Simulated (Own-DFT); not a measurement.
# Response to strain: wurtzite AlGaN with randomly placed atoms, 72 atoms (Al27Ga9N36)

Calculated results; nothing here was measured. The program, named Own-DFT, is a retired in-house plane-wave density functional code that no person has reviewed. Each row is one single-point run on a periodic cell that was not relaxed, without spin or spin-orbit coupling.

Settings of every run: PBE; PseudoDojo norm-conserving scalar-relativistic files; cutoff 42 hartree; 4 x 4 x 3 k mesh centred on Gamma; Fermi-Dirac smearing of 0.1 eV.

Known limits: forces on such cells passed a denser k mesh, each cell not checked; stress not checked against mesh or cutoff.

Unstrained cell vectors in Å: (9.394, 0.000, 0.000); (-4.697, 8.135, 0.000); (0.000, 0.000, 10.066). The unstrained cell has measured lattice constants (interpolated for alloys), not those of this functional. That, the random moves and any unrelaxed bonds set the pressure at no strain. Each run strains this cell uniformly, with the atoms carried along. Every atom was also moved at random, by a Gaussian of width 0.05 Å on each axis. The random placing of the alloy's atoms differs from row to row. Strain is the symmetric tensor, in per cent. Stress is positive in tension, and the pressure is minus a third of its trace.

| run | e_xx (%) | e_yy (%) | e_zz (%) | s_xx (GPa) | s_yy (GPa) | s_zz (GPa) | P (GPa) | E (meV/atom) |
|---|---|---|---|---|---|---|---|---|
| 1 | -0.25 | -0.25 | 0.00 | -7.52 | -8.05 | -9.48 | 8.35 | 42.9 |
| 2 | 1.75 | 1.75 | 0.00 | 2.19 | 2.99 | -4.58 | -0.20 | 16.3 |
| 3 | -2.25 | -2.25 | 0.00 | -20.34 | -22.55 | -9.81 | 17.57 | 57.6 |
| 4 | 2.00 | 2.00 | 0.00 | 3.57 | 4.05 | -4.99 | -0.87 | 25.9 |
| 5 | 1.00 | 1.00 | 0.00 | -1.64 | -1.53 | -4.39 | 2.52 | 12.4 |
| 6 | 2.75 | 2.75 | 0.00 | 8.54 | 6.44 | -1.65 | -4.44 | 0.0 |
| 7 | -3.00 | -3.00 | 0.00 | -29.02 | -26.81 | -9.23 | 21.69 | 77.4 |
| 8 | -2.00 | -2.00 | 0.00 | -21.42 | -17.92 | -7.97 | 15.77 | 48.3 |
| 9 | -1.00 | -1.00 | 0.00 | ? | ? | ? | ? | ? |

E is the free energy for each atom above the lowest run shown.

## Worked fit

The change of volume is close to e_xx + e_yy + e_zz. A straight line through the runs shown gives P = 7.64 - 223 x (fractional change of volume) GPa, with an error of 5 on the slope and a scatter of 0.60 GPa. The strain isn't the same on all axes and the cell isn't cubic, so the slope belongs to this path and is not the bulk modulus.

## Withheld run

Question: what pressure should run 9 give? Its volume changes by -1.99 %.

The line gives 12.1 GPa. The calculation gave 11.21 GPa.
